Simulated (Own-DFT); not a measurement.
Simulation results for InAs (zincblende, strongly disordered by large displacements), GaP (zincblende, strongly disordered by large displacements)

Computed with Own-DFT development build. A calculation, not a measurement: plane-wave PBE density functional theory by an unreviewed code, no spin, of a simulated periodic cell, stress positive in tension, free energy of the whole cell less one offset for each atom, forces on such cells passed a denser k mesh, this cell's mesh not checked; broken bonds can close the gap or carry spin, so checks made on this kind of crystal may not hold here; offsets are fitted by least squares, one for each functional and potential file, so energies compare only between cells with the same atoms and settings and are not formation energies; the far tail of each file's local potential was reset to the Coulomb form; each entry is a single point on an unrelaxed cell, so the pressure reflects the starting lattice, mostly measured values (interpolated for alloys), from which strain is counted, and rises with the displacements; printed positions are rounded, which can move forces by about a meV/angstrom; the program, named Own-DFT, is a retired in-house code; no spin-orbit coupling.

Common to all runs: functional PBE; potential files PseudoDojo norm-conserving, scalar-relativistic, standard set; wave cutoff 42 hartree; occupations Fermi-Dirac; smearing width 0.1 eV; k mesh 3 x 3 x 3 centred on Gamma.

(1) InAs (zincblende, strongly disordered by large displacements)

```
cell vectors (Å)
  12.1166     0.0000     0.0000
   0.0000    12.1166     0.0000
   0.0000     0.0000    12.1166
atoms (fractions of the cell vectors)
In  0.98220  0.00651  0.97446
In  0.98710  0.23952  0.26996
In  0.21478  0.99340  0.24239
In  0.26565  0.26839  0.00205
As  0.13258  0.08047  0.11524
As  0.15359  0.39471  0.36741
As  0.35163  0.11746  0.38497
As  0.36241  0.37443  0.12941
In  0.00005  0.99455  0.50465
In  0.01632  0.26597  0.73945
In  0.23674  0.99177  0.73610
In  0.26193  0.24894  0.51000
As  0.12401  0.13993  0.62900
As  0.12107  0.36316  0.87140
As  0.38091  0.11974  0.89193
As  0.37681  0.39724  0.65708
In  0.00088  0.48803  0.01513
In  0.01313  0.73224  0.22539
In  0.26875  0.47491  0.23728
In  0.23804  0.74503  0.01697
As  0.11752  0.63478  0.12787
As  0.12650  0.86292  0.36700
As  0.39721  0.62063  0.37555
As  0.35963  0.85890  0.12716
In  0.99626  0.47938  0.49549
In  0.98699  0.76864  0.75820
In  0.28890  0.49831  0.77861
In  0.25798  0.72073  0.49781
As  0.11830  0.59546  0.63643
As  0.15248  0.87473  0.87251
As  0.37337  0.60804  0.90580
As  0.40288  0.88203  0.61727
In  0.51512  0.01507  0.97513
In  0.50197  0.26128  0.28019
In  0.75304  0.00598  0.25428
In  0.74622  0.22658  0.02541
As  0.61791  0.11232  0.14220
As  0.60581  0.39964  0.37903
As  0.87483  0.10775  0.37410
As  0.85881  0.36287  0.14078
In  0.47273  0.01632  0.48301
In  0.48907  0.23714  0.76811
In  0.75510  0.01492  0.76587
In  0.76276  0.24878  0.52039
As  0.65253  0.10999  0.65801
As  0.64162  0.39916  0.88997
As  0.92127  0.12733  0.84586
As  0.89248  0.39126  0.60458
In  0.48617  0.50700  0.99284
In  0.48809  0.78383  0.22676
In  0.76479  0.50871  0.23469
In  0.74159  0.74244  0.99809
As  0.62928  0.61905  0.13478
As  0.63694  0.88725  0.36931
As  0.89050  0.61232  0.37281
As  0.88662  0.85054  0.12281
In  0.49026  0.50380  0.49086
In  0.48618  0.75724  0.74879
In  0.75431  0.51639  0.75994
In  0.75123  0.77122  0.52060
As  0.63068  0.62149  0.63930
As  0.63085  0.86882  0.86044
As  0.88758  0.62301  0.85338
As  0.86811  0.86329  0.62977
```

Settings of this run: hardware one NVIDIA H200.

The calculation gives: free energy of cell above offsets 0.887 eV; pressure 9.68 GPa; stress xx -9.45 GPa; stress yy -9.09 GPa; stress zz -10.51 GPa; stress yz 1.97 GPa; stress xz -1.66 GPa; stress xy 2.18 GPa; wall time 1147 s.

Force:
```
element  x (eV/Å)  y (eV/Å)  z (eV/Å)
     In     2.063    -3.657     3.517
     In     2.291     1.026    -1.146
     In     4.487    -3.268     4.907
     In     -2.41    -2.897    -1.502
     As    -3.907     6.182    -5.735
     As    -2.802    -2.772     2.504
     As     -1.56     1.974    -3.773
     As     6.848    -3.254    -3.284
     In     0.505    -0.689     0.056
     In    -1.565     1.497    -1.833
     In     1.935     0.797    -0.989
     In    -0.506      2.25     0.691
     As     0.628    -1.904    -1.452
     As     1.975     2.213     2.332
     As    -3.784     1.006     -1.38
     As     3.189    -4.666    -5.109
     In    -0.438     0.047    -0.866
     In    -4.877     4.285     6.795
     In    -2.858     7.159     3.469
     In     0.604    -0.229    -2.064
     As      4.97    -7.379    -3.908
     As    -0.604    -1.159     1.969
     As    -2.053     2.355    -3.388
     As    -2.764     4.672    -2.857
     In      5.79     4.331    -5.127
     In     3.118    -0.597     0.003
     In    -6.217      1.08     0.646
     In    -1.011     0.538     0.745
     As     0.937     1.376     0.448
     As    -2.331    -0.812     0.747
     As      -3.6     8.195    -2.253
     As    -2.863    -0.152    -0.149
     In      2.03    -2.782     2.098
     In    -1.191    -1.587    -1.157
     In     0.886    -1.637    -1.709
     In     0.314     1.006    -1.925
     As    -1.352     0.519    -0.172
     As     4.138    -1.642    -0.752
     As     -0.01     0.999       2.2
     As     2.054    -1.174    -1.034
     In      4.86    -2.114     1.711
     In     2.139     1.623    -1.041
     In     4.566    -4.086     3.702
     In    -1.027    -0.472    -0.645
     As     -5.74      4.95    -5.686
     As    -0.614    -2.369     0.394
     As    -3.702     1.195    -0.445
     As    -5.208    -4.337     6.321
     In     6.343    -4.658     4.948
     In     5.422    -3.633     4.255
     In    -0.663     0.629     2.222
     In     0.688    -0.419    -0.201
     As    -2.068     1.197    -1.019
     As    -1.934    -0.903     1.103
     As    -0.755     1.552    -0.095
     As    -1.796     2.541    -1.293
     In     0.346    -0.339     4.961
     In     0.898    -1.924     0.994
     In    -0.346    -1.802    -1.108
     In    -3.129    -3.467    -3.432
     As     -1.56     1.028    -1.679
     As     0.043     0.227     1.161
     As     0.785     0.053     3.588
     As     2.392      4.28     1.722
```

(2) GaP (zincblende, strongly disordered by large displacements)

```
cell vectors (Å)
  10.9010     0.0000     0.0000
   0.0000    10.9010     0.0000
   0.0000     0.0000    10.9010
atoms (fractions of the cell vectors)
Ga  0.96718  0.98463  0.97624
Ga  0.02872  0.27938  0.22109
Ga  0.23825  0.02343  0.26261
Ga  0.25008  0.23837  0.99145
P   0.14624  0.13824  0.09515
P   0.12850  0.38398  0.36075
P   0.39890  0.14108  0.37142
P   0.36663  0.35274  0.13853
Ga  0.99524  0.99726  0.51767
Ga  0.98240  0.24169  0.78629
Ga  0.23492  0.00560  0.76451
Ga  0.24373  0.28045  0.49720
P   0.10750  0.14157  0.62398
P   0.10400  0.36021  0.87676
P   0.38597  0.12285  0.88583
P   0.35431  0.34581  0.60675
Ga  0.01375  0.48044  0.02813
Ga  0.98744  0.75040  0.22924
Ga  0.24623  0.50676  0.24767
Ga  0.26330  0.73906  0.00335
P   0.11482  0.65485  0.11705
P   0.12529  0.91513  0.38471
P   0.38019  0.62102  0.35663
P   0.37567  0.88607  0.11272
Ga  0.01958  0.48655  0.49591
Ga  0.99386  0.76402  0.74462
Ga  0.21069  0.52358  0.73725
Ga  0.25320  0.76845  0.49136
P   0.11378  0.61937  0.61548
P   0.14122  0.88998  0.86515
P   0.36325  0.64463  0.87098
P   0.34926  0.87747  0.60461
Ga  0.47854  0.01142  0.00729
Ga  0.48315  0.26800  0.23071
Ga  0.77726  0.02518  0.26106
Ga  0.71721  0.20199  0.01135
P   0.62578  0.11888  0.12961
P   0.61560  0.33042  0.40429
P   0.87371  0.13088  0.37922
P   0.89990  0.36817  0.10398
Ga  0.49874  0.98009  0.51059
Ga  0.49340  0.23641  0.74982
Ga  0.77345  0.98187  0.74221
Ga  0.73981  0.26993  0.50000
P   0.62976  0.15343  0.64631
P   0.64296  0.36491  0.86271
P   0.88978  0.13653  0.88435
P   0.89267  0.35474  0.61497
Ga  0.49027  0.52509  0.00832
Ga  0.50382  0.71355  0.28306
Ga  0.80050  0.53124  0.25520
Ga  0.76000  0.72505  0.97563
P   0.61472  0.62676  0.09982
P   0.61677  0.85833  0.34957
P   0.87737  0.62880  0.37279
P   0.89148  0.86944  0.13746
Ga  0.51222  0.53370  0.47361
Ga  0.47632  0.73874  0.78373
Ga  0.74318  0.50064  0.75289
Ga  0.76002  0.77686  0.47997
P   0.60210  0.64229  0.63013
P   0.64778  0.88105  0.86575
P   0.90225  0.64725  0.89180
P   0.85798  0.85855  0.62613
```

Settings of this run: hardware one NVIDIA H100.

The calculation gives: free energy of cell above offsets 11.143 eV; pressure 14 GPa; stress xx -15.75 GPa; stress yy -11.77 GPa; stress zz -14.49 GPa; stress yz 3.45 GPa; stress xz -0.18 GPa; stress xy -4.61 GPa; wall time 560 s.

Force:
```
element  x (eV/Å)  y (eV/Å)  z (eV/Å)
     Ga     3.119    -1.558     1.582
     Ga     0.369    -3.165      0.46
     Ga     2.343     1.312    -1.858
     Ga     3.445     4.501    -3.662
      P    -5.652    -4.951     5.588
      P     0.357    -0.041     0.436
      P    -1.905    -1.509     0.794
      P    -6.061     7.193    -6.579
     Ga    -1.102     0.906     0.187
     Ga     4.057     4.378    -8.451
     Ga     3.322     4.609    -4.918
     Ga    -5.791    -5.943    -6.311
      P     0.676    -0.254     1.269
      P     3.867     3.416     0.757
      P    -2.025     1.536    -3.263
      P     7.353     6.538     8.237
     Ga      4.13     5.584    -4.083
     Ga     2.999    -2.002     5.481
     Ga     0.062     0.373     -1.66
     Ga    -1.447     3.587     1.434
      P     2.202    -3.577    -0.231
      P    -0.708    -3.566    -0.478
      P    -8.545    -3.452     4.011
      P    -1.634     -2.22     3.093
     Ga    -2.314    -0.142     0.253
     Ga     1.837    -0.562     0.476
     Ga     3.912    -4.783      3.74
     Ga    -2.999    -3.024    -2.968
      P    -1.805     5.017    -3.011
      P    -4.646    -5.119     3.822
      P    -5.447    -8.371     2.809
      P      2.75     2.204     5.363
     Ga     4.003    -1.652     0.492
     Ga     7.825     -5.06      5.74
     Ga     -2.61    -3.559    -3.039
     Ga     5.786      6.18    -7.924
      P     -5.24    -4.213     6.848
      P    -8.677      6.95      -7.6
      P     2.668     2.643      2.79
      P     -7.77    -2.587     3.258
     Ga     1.361     1.852    -1.071
     Ga    -1.839     2.531     0.948
     Ga    -2.328       4.5     1.686
     Ga     8.223    -4.581     5.746
      P     2.696    -4.524    -2.247
      P    -2.198    -0.813       2.1
      P    -7.984    -5.671     4.305
      P    -0.557     1.604     1.206
     Ga    -2.537    -4.492    -2.555
     Ga     6.045     4.915    -7.155
     Ga    -5.807    -7.262    -7.943
     Ga    -4.248     3.537     2.595
      P     3.814     2.296     4.097
      P     1.649     3.152     1.545
      P     5.035     5.297     7.066
      P    -5.327     5.053    -3.953
     Ga     1.496    -3.611     2.245
     Ga     7.551     6.812    -6.613
     Ga       1.5     1.176    -1.616
     Ga    -2.445    -1.986     -1.02
      P     1.364    -0.212     0.188
      P    -2.429    -1.029     1.697
      P     3.078    -4.407    -2.533
      P     3.184     0.246    -1.604
```

(3) InAs (zincblende, strongly disordered by large displacements)

```
cell vectors (Å)
  12.1166     0.0000     0.0000
   0.0000    12.1166     0.0000
   0.0000     0.0000    12.1166
atoms (fractions of the cell vectors)
In  0.99938  0.00961  0.99967
In  0.98320  0.20901  0.25797
In  0.26026  0.97309  0.25265
In  0.24357  0.27716  0.01031
As  0.09277  0.13296  0.13680
As  0.12235  0.35172  0.38426
As  0.37051  0.09258  0.36222
As  0.39961  0.39785  0.14092
In  0.98116  0.97819  0.50465
In  0.99300  0.24469  0.74310
In  0.24935  0.00602  0.74486
In  0.23670  0.24075  0.51562
As  0.12239  0.14609  0.62071
As  0.11533  0.39931  0.87048
As  0.37811  0.13091  0.88843
As  0.36326  0.36262  0.62784
In  0.02634  0.51032  0.98375
In  0.01554  0.76559  0.27529
In  0.24779  0.50429  0.26265
In  0.26429  0.74519  0.99760
As  0.12910  0.62938  0.10223
As  0.11442  0.89436  0.37787
As  0.38148  0.60321  0.35554
As  0.39022  0.87853  0.12125
In  0.98793  0.49416  0.50336
In  0.99692  0.74043  0.78143
In  0.22799  0.52320  0.74807
In  0.23946  0.77568  0.52042
As  0.15452  0.63864  0.63334
As  0.13000  0.89371  0.86164
As  0.38271  0.60749  0.87728
As  0.39215  0.85194  0.62202
In  0.50050  0.03688  0.00808
In  0.48543  0.25162  0.23207
In  0.73621  0.00602  0.23334
In  0.75892  0.23871  0.01141
As  0.64440  0.11570  0.12562
As  0.62937  0.37159  0.36587
As  0.87430  0.12844  0.37591
As  0.86678  0.36437  0.10385
In  0.51618  0.97745  0.49217
In  0.51434  0.26214  0.75276
In  0.76193  0.00282  0.75516
In  0.72526  0.24499  0.50387
As  0.61453  0.13260  0.65229
As  0.64124  0.36332  0.88251
As  0.88257  0.11500  0.88851
As  0.88556  0.35947  0.62839
In  0.50466  0.50626  0.03952
In  0.48248  0.75071  0.26550
In  0.73521  0.47455  0.24587
In  0.75132  0.77410  0.02267
As  0.61515  0.63308  0.10878
As  0.62129  0.87785  0.34932
As  0.88456  0.62115  0.37032
As  0.87794  0.87102  0.14146
In  0.51479  0.47908  0.49203
In  0.51537  0.75673  0.74636
In  0.74384  0.49241  0.75195
In  0.75485  0.76036  0.49218
As  0.63414  0.63385  0.65168
As  0.63694  0.88565  0.87270
As  0.85790  0.65131  0.85760
As  0.85411  0.89582  0.61576
```

Here we set hardware one NVIDIA H200.

Results for InAs (zincblende, strongly disordered by large displacements): free energy of cell above offsets -4.101 eV; pressure 8.93 GPa; stress xx -9.24 GPa; stress yy -8.71 GPa; stress zz -8.84 GPa; stress yz 1.26 GPa; stress xz 0.93 GPa; stress xy -1.67 GPa; wall time 1290 s.

Force:
```
element  x (eV/Å)  y (eV/Å)  z (eV/Å)
     In      1.49    -2.578     1.283
     In     0.128     6.543    -0.234
     In    -1.488      0.34    -1.973
     In      0.17    -0.554     0.085
     As     5.998    -2.278     -3.83
     As    -0.726     1.465    -1.416
     As     1.492     2.926     2.046
     As    -5.498    -2.237     1.096
     In     1.674     3.542    -1.055
     In       0.8    -0.681     2.937
     In     1.389     0.965    -0.977
     In     4.338     1.873    -3.787
     As    -2.872    -5.218     2.633
     As     2.272    -4.954    -3.203
     As    -1.948     1.736    -1.791
     As     1.035     1.354     0.358
     In    -5.339     2.265     2.364
     In     -1.53    -3.063     -2.53
     In    -3.208    -1.886     -1.62
     In     0.568     1.021    -1.082
     As     0.331     1.078     3.548
     As     2.457     0.509     1.608
     As     1.255     1.588     3.609
     As    -0.323    -0.452    -0.889
     In     1.552     0.109    -0.001
     In     4.291     2.966    -3.189
     In     4.254    -4.249     3.438
     In     0.001     -0.15    -2.691
     As    -5.558     2.528    -3.317
     As    -0.792    -1.656     1.826
     As      0.62     0.595    -0.181
     As    -0.201     2.871    -0.004
     In     0.766    -2.633    -0.077
     In     1.507    -3.118     2.107
     In     4.355    -3.246     4.148
     In    -1.175    -1.144    -2.444
     As    -3.961     4.528    -2.298
     As     -1.59    -2.694     1.022
     As    -4.811    -3.272     4.332
     As     2.943     2.914     2.672
     In    -0.876     1.588     1.216
     In    -2.807     1.622     1.456
     In    -0.869     1.381     0.635
     In      1.31    -0.461     0.429
     As     1.587    -2.974    -2.797
     As     -0.79     0.875     1.044
     As     -1.31     1.946    -2.368
     As    -2.875      1.78    -1.247
     In     0.187    -0.574      -6.6
     In     0.612    -0.214    -1.575
     In     2.597      2.82    -2.884
     In    -0.801     -1.31    -1.896
     As     3.653     3.552     3.531
     As     1.305    -1.132     0.959
     As    -1.033     0.058    -0.216
     As     1.543     1.264     0.413
     In    -1.627     1.505     1.979
     In    -0.872    -0.232     3.153
     In     1.402    -0.666     0.171
     In    -0.683    -1.117     -0.38
     As     0.791    -1.381    -3.684
     As    -1.248     0.152     1.152
     As      -3.4    -3.202       3.3
     As    -0.462    -2.936     1.685
```

(4) InAs (zincblende, strongly disordered by large displacements)

```
cell vectors (Å)
  12.1166     0.0000     0.0000
   0.0000    12.1166     0.0000
   0.0000     0.0000    12.1166
atoms (fractions of the cell vectors)
In  0.02559  0.01548  0.01287
In  0.00935  0.24423  0.24130
In  0.24558  0.98075  0.26186
In  0.24355  0.24970  0.99005
As  0.12428  0.12798  0.13617
As  0.13704  0.39672  0.37591
As  0.37392  0.09920  0.37667
As  0.38787  0.40467  0.13921
In  0.00660  0.96727  0.47173
In  0.98041  0.23208  0.72534
In  0.24594  0.98457  0.75573
In  0.26252  0.25256  0.47852
As  0.10600  0.12166  0.59725
As  0.13054  0.39720  0.90934
As  0.38586  0.15060  0.84865
As  0.36707  0.39523  0.61011
In  0.99510  0.49771  0.02165
In  0.99926  0.72057  0.23805
In  0.22744  0.53817  0.25302
In  0.27055  0.75348  0.01009
As  0.11889  0.59103  0.11672
As  0.12406  0.84953  0.35574
As  0.38222  0.60528  0.36998
As  0.36600  0.87770  0.10806
In  0.00653  0.51140  0.51803
In  0.00578  0.74665  0.78492
In  0.24072  0.50509  0.74370
In  0.29427  0.72605  0.52769
As  0.12750  0.63904  0.63488
As  0.08090  0.89280  0.88791
As  0.38586  0.64733  0.86826
As  0.37001  0.87611  0.59981
In  0.50390  0.99596  0.01824
In  0.50601  0.25898  0.24714
In  0.74538  0.00225  0.27480
In  0.75747  0.25052  0.01873
As  0.62494  0.10797  0.13105
As  0.65878  0.37618  0.37247
As  0.89556  0.11235  0.37995
As  0.88007  0.34496  0.11426
In  0.52599  0.01804  0.49680
In  0.50363  0.24858  0.73588
In  0.75227  0.01972  0.74016
In  0.72799  0.25778  0.49773
As  0.63213  0.12733  0.59611
As  0.61831  0.38242  0.88174
As  0.91676  0.11237  0.85661
As  0.89372  0.38583  0.64159
In  0.49074  0.49697  0.98540
In  0.49099  0.73186  0.25093
In  0.76828  0.49813  0.27569
In  0.75313  0.74000  0.00742
As  0.66504  0.62310  0.12107
As  0.59976  0.87859  0.41175
As  0.87581  0.62054  0.37152
As  0.85445  0.88090  0.12925
In  0.46674  0.50710  0.50704
In  0.50924  0.76826  0.72853
In  0.76071  0.50546  0.79021
In  0.76600  0.77598  0.48867
As  0.62316  0.65463  0.59695
As  0.62828  0.88086  0.85328
As  0.87067  0.64217  0.86803
As  0.87123  0.88460  0.62160
```

Settings of this run: hardware one NVIDIA H200.

Results for InAs (zincblende, strongly disordered by large displacements): free energy of cell above offsets -1.366 eV; pressure 9.05 GPa; stress xx -8.02 GPa; stress yy -10.44 GPa; stress zz -8.69 GPa; stress yz -0.7 GPa; stress xz -0.69 GPa; stress xy -3.04 GPa; wall time 1175 s.

Force:
```
element  x (eV/Å)  y (eV/Å)  z (eV/Å)
     In    -3.714     0.933     2.768
     In    -1.026     1.511     2.796
     In     0.102     0.625    -1.242
     In     1.346    -0.172     0.873
     As     3.926     -0.31    -0.055
     As    -1.235    -1.194      0.08
     As     0.656     1.838    -0.502
     As    -1.351    -0.911     0.249
     In     0.027      0.29     1.585
     In      2.57     1.191    -1.004
     In    -0.461     0.881    -0.776
     In    -0.975    -0.483      0.69
     As     1.872    -0.359     0.005
     As     0.318    -0.396    -2.999
     As    -2.673    -3.229     3.066
     As    -2.227    -4.575     3.523
     In    -4.825    -2.052    -3.232
     In    -0.482     1.668    -0.885
     In      3.22    -2.579     2.922
     In    -3.827    -3.095    -3.002
     As     1.354     5.974    -1.382
     As      0.78        -2      0.77
     As    -1.769     2.042    -1.984
     As     1.759     2.001     4.115
     In     -0.04    -0.224    -1.111
     In      0.99     0.554    -3.719
     In     0.364    -0.364     1.992
     In    -2.952    -3.199    -2.602
     As    -0.369     0.935    -0.109
     As      4.62     -2.17     -2.05
     As     -0.21    -0.867    -0.785
     As     1.917     4.984     2.844
     In     0.266     0.043    -3.193
     In      0.03    -0.411     0.207
     In    -0.203    -0.642     0.158
     In    -3.915    -3.425    -3.916
     As     0.907     1.886     0.727
     As    -4.991     0.557    -0.993
     As    -1.331     1.905    -0.297
     As     2.605     4.147     3.369
     In     -6.02     0.965      0.21
     In     1.995     2.476    -2.122
     In     0.376    -0.398     0.644
     In     5.035    -0.034      0.93
     As     1.058      1.75     5.754
     As     1.209    -2.077    -0.797
     As     -3.18    -1.165     2.655
     As    -2.753     1.276    -0.645
     In    -0.136     1.743     0.996
     In     1.781     1.391    -1.048
     In    -0.155    -0.608    -4.251
     In     1.244     4.045    -2.628
     As    -4.047    -3.316     3.074
     As     2.617    -5.176    -5.171
     As     1.987     2.181     2.926
     As      1.63     0.111      0.01
     In     6.423     1.521    -0.335
     In    -0.681    -0.193     0.064
     In    -1.503     -1.81     -3.03
     In    -0.331    -1.275    -0.524
     As     0.176     -2.28      0.44
     As     0.377     0.672     1.892
     As     0.211     -0.93      3.01
     As      1.63    -0.178     1.047
```
